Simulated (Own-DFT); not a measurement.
# Strain and stress in diamond-structure SiGeSn with randomly placed atoms, 64 atoms (Ge48Si8Sn8)

These are calculations, not measurements. They come from Own-DFT, an in-house plane-wave density functional program, since retired, whose code no person has reviewed. Each row is one single-point run on a periodic cell that was not relaxed, without spin or spin-orbit coupling.

Settings of every run: PBE; PseudoDojo norm-conserving scalar-relativistic files; cutoff 49 hartree; 3 x 3 x 3 k mesh centred on Gamma; Fermi-Dirac smearing of 0.1 eV.

Known limits: forces on such cells moved up to 12 meV/angstrom on a denser k mesh; stress not checked against mesh or cutoff.

Unstrained cell vectors in Å: (11.467, 0.000, 0.000); (0.000, 11.467, 0.000); (0.000, 0.000, 11.467). The unstrained cell has measured lattice constants (interpolated for alloys), not those of this functional. That, the random moves and any unrelaxed bonds set the pressure at no strain. Each run strains this cell uniformly, with the atoms carried along. Every atom was also moved at random, by a Gaussian of width 0.05 Å on each axis. The random placing of the alloy's atoms differs from row to row. Strain is the symmetric tensor, in per cent. Stress is positive in tension, and the pressure is minus a third of its trace.

```
run  e_xx (%)  e_yy (%)  e_zz (%)  s_xx (GPa)  s_yy (GPa)  s_zz (GPa)  P (GPa)  E (meV/atom)
  1      3.00      3.00      0.00       -0.37       -0.25       -1.85     0.82           0.0
  2     -3.00     -3.00      0.00      -10.76      -11.07       -8.89    10.24          89.2
  3     -0.75     -0.75      0.00       -6.35       -6.50       -5.76     6.20          46.9
  4      1.25      1.25      0.00       -3.14       -3.03       -3.99     3.39          33.7
  5     -2.50     -2.50      0.00       -9.97       -9.96       -8.52     9.49          94.4
  6      2.25      2.25      0.00       -1.25       -1.44       -2.74     1.81          11.9
  7     -1.75     -1.75      0.00       -8.55       -8.55       -7.39     8.16          81.1
  8      1.50      1.50      0.00       -2.44       -2.35       -3.36     2.71           8.6
  9      0.50      0.50      0.00           ?           ?           ?        ?             ?
```

E is the free energy for each atom above the lowest run shown.

## Worked fit

The change of volume is close to e_xx + e_yy + e_zz. A straight line through the runs shown gives P = 5.39 - 80 x (fractional change of volume) GPa, with an error of 2 on the slope and a scatter of 0.24 GPa. The strain isn't the same on all axes, but the crystal is cubic, so the slope still estimates the bulk modulus, averaged over pressures from 0.8 to 10.2 GPa.

## Withheld run

Question: what pressure should run 9 give? Its volume changes by 1.00 %.

The line gives 4.6 GPa. The calculation gave 4.20 GPa.
